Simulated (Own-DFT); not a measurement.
# How strain changes the stress of hcp Hf, 36 atoms (Hf36)

These are calculations, not measurements. The program, named Own-DFT, is a retired in-house plane-wave density functional code that no person has reviewed. Each row is one single-point run on a periodic cell that was not relaxed, without spin or spin-orbit coupling.

Settings of every run: PBE; PseudoDojo norm-conserving scalar-relativistic files; cutoff 42 hartree; 4 x 4 x 4 k mesh centred on Gamma; cold (Marzari-Vanderbilt) smearing of 0.2 eV.

Known limits: hafnium file: forces about 75 meV/angstrom off all-electron values; forces on such cells passed a denser k mesh, each cell not checked; stress not checked against mesh or cutoff.

Unstrained cell vectors in Å: (9.589, 0.000, 0.000); (-4.795, 8.305, 0.000); (0.000, 0.000, 10.102). The unstrained cell has measured lattice constants (interpolated for alloys), not those of this functional. That, the random moves and any unrelaxed bonds set the pressure at no strain. Each run strains this cell uniformly, with the atoms carried along. Every atom was also moved at random, by a Gaussian of width 0.05 Å on each axis. Strain is the symmetric tensor, in per cent. Stress is positive in tension, and the pressure is minus a third of its trace.

```
run,e_xx (%),e_yy (%),e_zz (%),e_yz (%),e_xz (%),e_xy (%),s_xx (GPa),s_yy (GPa),s_zz (GPa),s_yz (GPa),s_xz (GPa),s_xy (GPa),P (GPa),E (meV/atom)
1,0.89,-1.11,-0.70,-0.33,1.54,1.90,-0.85,-3.51,-3.21,-0.33,1.58,2.72,2.52,9.3
2,0.57,0.92,-0.14,1.54,-1.92,-1.21,-0.03,1.20,-0.90,1.47,-1.95,-1.26,-0.09,3.2
3,-1.21,-1.34,0.83,-1.57,-0.76,0.89,-3.99,-4.39,-1.96,-1.47,-0.72,1.12,3.44,14.9
4,1.44,0.47,-0.10,1.00,1.21,-1.57,1.26,0.59,-0.51,1.04,1.23,-2.22,-0.45,5.9
5,1.58,1.63,1.28,-0.59,-0.28,-1.62,3.29,3.23,3.12,-0.57,-0.28,-1.98,-3.21,8.8
6,-1.95,-1.29,-0.38,1.19,0.73,0.78,-6.87,-5.39,-5.22,1.19,0.58,1.47,5.83,26.3
7,-0.12,-0.18,1.69,1.29,-0.38,-1.22,-0.51,-0.53,1.42,1.21,-0.32,-1.63,-0.13,1.3
8,-0.20,-0.43,1.73,-0.45,0.65,1.09,-0.31,-1.51,1.52,-0.48,0.66,1.28,0.10,0.0
9,-1.00,1.08,0.78,-0.01,1.74,-1.00,-2.20,0.86,0.01,-0.01,1.74,-1.29,0.44,1.7
10,-1.05,1.35,-0.42,1.39,-0.43,1.92,-2.69,0.04,-2.21,1.38,-0.65,2.48,1.62,5.0
11,-0.58,-0.11,1.46,-1.51,-0.43,0.88,-1.23,-1.01,0.81,-1.43,-0.32,1.20,0.47,3.8
12,0.58,-0.90,-0.26,1.59,-1.81,-0.95,-0.79,-2.96,-2.45,1.66,-1.72,-1.32,2.07,5.3
13,-1.42,-0.45,-1.65,-1.02,0.27,-1.86,-5.84,-4.66,-6.64,-0.99,0.12,-2.43,5.71,21.0
14,0.35,-1.66,-0.44,-0.73,-1.92,0.44,-2.19,-4.39,-3.50,-0.75,-1.90,0.63,3.36,5.1
15,0.71,1.55,-0.77,-1.89,0.88,-1.08,0.44,1.45,-1.69,-1.85,0.82,-1.22,-0.07,5.6
16,0.04,1.20,-0.58,1.40,1.35,1.37,?,?,?,?,?,?,?,?
```

E is the free energy for each atom above the lowest run shown.

## Worked fit

Each stress component was fitted by least squares to a constant and the strains of the runs shown, as fractions, with shears doubled. Shear strains stay in the fit of a normal stress only where such slopes are resolved. The slopes, in GPa:

```
stress,at no strain,per e_xx,per e_yy,per e_zz,scatter
s_xx,-1.5,194 ± 8,61 ± 7,82 ± 8,0.30
s_yy,-1.4,69 ± 8,192 ± 7,66 ± 8,0.30
s_zz,-1.7,77 ± 4,73 ± 4,206 ± 4,0.14
```

Each shear stress against twice its own strain: yz 49 ± 1, xz 50 ± 1, xy 66 ± 2 GPa. These are stiffnesses along x, y and z of the frame in which the cell vectors are given, which need not be the crystal's axes. The atoms are held to the strained lattice; where symmetry lets them move under strain, relaxing them would lower some slopes. The table should be nearly symmetric about its diagonal, and what it lacks of that shows the noise. A ninth of its sum, 113 ± 2 GPa, estimates the bulk modulus near the mean pressure of these runs, 1.4 GPa.

## Withheld run

Question: what normal stresses and pressure should run 16 give?

The fit gives s_xx = -1.1, s_yy = 0.5, s_zz = -2.0 and P = 0.9 GPa. The calculation gave -0.82, 0.53, -1.99 and P = 0.76 GPa.
